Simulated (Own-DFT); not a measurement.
# Strain and stress in wurtzite GaN, 72 atoms (Ga36N36)

All numbers below are calculated, not measured. They come from Own-DFT, an in-house plane-wave density functional program, since retired, whose code no person has reviewed. Each row is one single-point run on a periodic cell that was not relaxed, without spin or spin-orbit coupling.

Settings of every run: PBE; PseudoDojo norm-conserving scalar-relativistic files (stringent for Ga); cutoff 96 hartree; 4 x 4 x 3 k mesh centred on Gamma; Gaussian smearing of 0.01 eV.

Known limits: forces not confirmed at this smearing and k mesh; stress not checked against mesh or cutoff.

Unstrained cell vectors in Å: (9.567, 0.000, 0.000); (-4.783, 8.285, 0.000); (0.000, 0.000, 10.370). The unstrained cell has measured lattice constants (interpolated for alloys), not those of this functional. That, the random moves and any unrelaxed bonds set the pressure at no strain. Each run strains this cell uniformly, with the atoms carried along. Every atom was also moved at random, by a Gaussian of width 0.05 Å on each axis. Strain is the symmetric tensor, in per cent. Stress is positive in tension, and the pressure is minus a third of its trace.

| run | e_xx (%) | e_yy (%) | e_zz (%) | s_xx (GPa) | s_yy (GPa) | s_zz (GPa) | P (GPa) | E (meV/atom) |
|---|---|---|---|---|---|---|---|---|
| 1 | 2.25 | 2.25 | 0.00 | 4.03 | 2.78 | -4.06 | -0.92 | 0.0 |
| 2 | -1.75 | -1.75 | 0.00 | -17.65 | -18.46 | -8.91 | 15.00 | 40.3 |
| 3 | 2.00 | 2.00 | 0.00 | 3.78 | 1.07 | -5.56 | 0.24 | 10.1 |
| 4 | -1.00 | -1.00 | 0.00 | -14.10 | -10.52 | -9.62 | 11.41 | 19.6 |
| 5 | -2.75 | -2.75 | 0.00 | -25.04 | -22.25 | -11.70 | 19.66 | 64.8 |
| 6 | -0.25 | -0.25 | 0.00 | -8.23 | -9.30 | -5.77 | 7.77 | 1.4 |
| 7 | 2.75 | 2.75 | 0.00 | 6.93 | 3.16 | -3.29 | -2.27 | 10.5 |
| 8 | 3.00 | 3.00 | 0.00 | 7.12 | 6.62 | -4.53 | -3.07 | 8.6 |
| 9 | -1.25 | -1.25 | 0.00 | ? | ? | ? | ? | ? |

E is the free energy for each atom above the lowest run shown.

## Worked fit

The change of volume is close to e_xx + e_yy + e_zz. A straight line through the runs shown gives P = 8.13 - 194 x (fractional change of volume) GPa, with an error of 7 on the slope and a scatter of 0.79 GPa. The strain isn't the same on all axes and the cell isn't cubic, so the slope belongs to this path and is not the bulk modulus.

## Withheld run

Question: what pressure should run 9 give? Its volume changes by -2.48 %.

The line gives 12.9 GPa. The calculation gave 12.51 GPa.
